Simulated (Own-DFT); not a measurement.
# Response to strain: wurtzite GaN, 72 atoms (Ga36N36)

These are calculations, not measurements. They come from Own-DFT, an in-house plane-wave density functional program, since retired, whose code no person has reviewed. Each row is one single-point run on a periodic cell that was not relaxed, without spin or spin-orbit coupling.

Settings of every run: PBE; PseudoDojo norm-conserving scalar-relativistic files; cutoff 42 hartree; 4 x 4 x 3 k mesh centred on Gamma; Fermi-Dirac smearing of 0.1 eV.

Known limits: forces not confirmed at this smearing and k mesh; stress not checked against mesh or cutoff.

Unstrained cell vectors in Å: (9.567, 0.000, 0.000); (-4.784, 8.285, 0.000); (0.000, 0.000, 10.370). The unstrained cell has measured lattice constants (interpolated for alloys), not those of this functional. That, the random moves and any unrelaxed bonds set the pressure at no strain. Each run strains this cell uniformly, with the atoms carried along. Every atom was also moved at random, by a Gaussian of width 0.05 Å on each axis. Strain is the symmetric tensor, in per cent. Stress is positive in tension, and the pressure is minus a third of its trace.

```
run  e_xx (%)  e_yy (%)  e_zz (%)  s_xx (GPa)  s_yy (GPa)  s_zz (GPa)  P (GPa)  E (meV/atom)
  1     -0.50     -0.50      0.00       -8.24      -11.47       -8.47     9.39           1.8
  2     -3.00     -3.00      0.00      -25.08      -27.11      -12.22    21.47          64.6
  3     -2.75     -2.75      0.00      -25.47      -23.66      -11.64    20.25          56.8
  4      0.50      0.50      0.00       -5.41       -3.73       -7.62     5.59           0.0
  5      2.75      2.75      0.00        5.29        5.45       -4.74    -2.00           0.1
  6     -1.75     -1.75      0.00      -18.42      -15.34      -11.67    15.14          27.4
  7      2.00      2.00      0.00        1.84        2.29       -6.02     0.63           8.4
  8     -1.00     -1.00      0.00      -12.28      -12.10       -9.90    11.43           7.9
  9      0.75      0.75      0.00           ?           ?           ?        ?             ?
```

E is the free energy for each atom above the lowest run shown.

## Worked fit

The change of volume is close to e_xx + e_yy + e_zz. A straight line through the runs shown gives P = 8.41 - 204 x (fractional change of volume) GPa, with an error of 9 on the slope and a scatter of 0.97 GPa. The strain isn't the same on all axes and the cell isn't cubic, so the slope belongs to this path and is not the bulk modulus.

## Withheld run

Question: what pressure should run 9 give? Its volume changes by 1.51 %.

The line gives 5.3 GPa. The calculation gave 4.50 GPa.
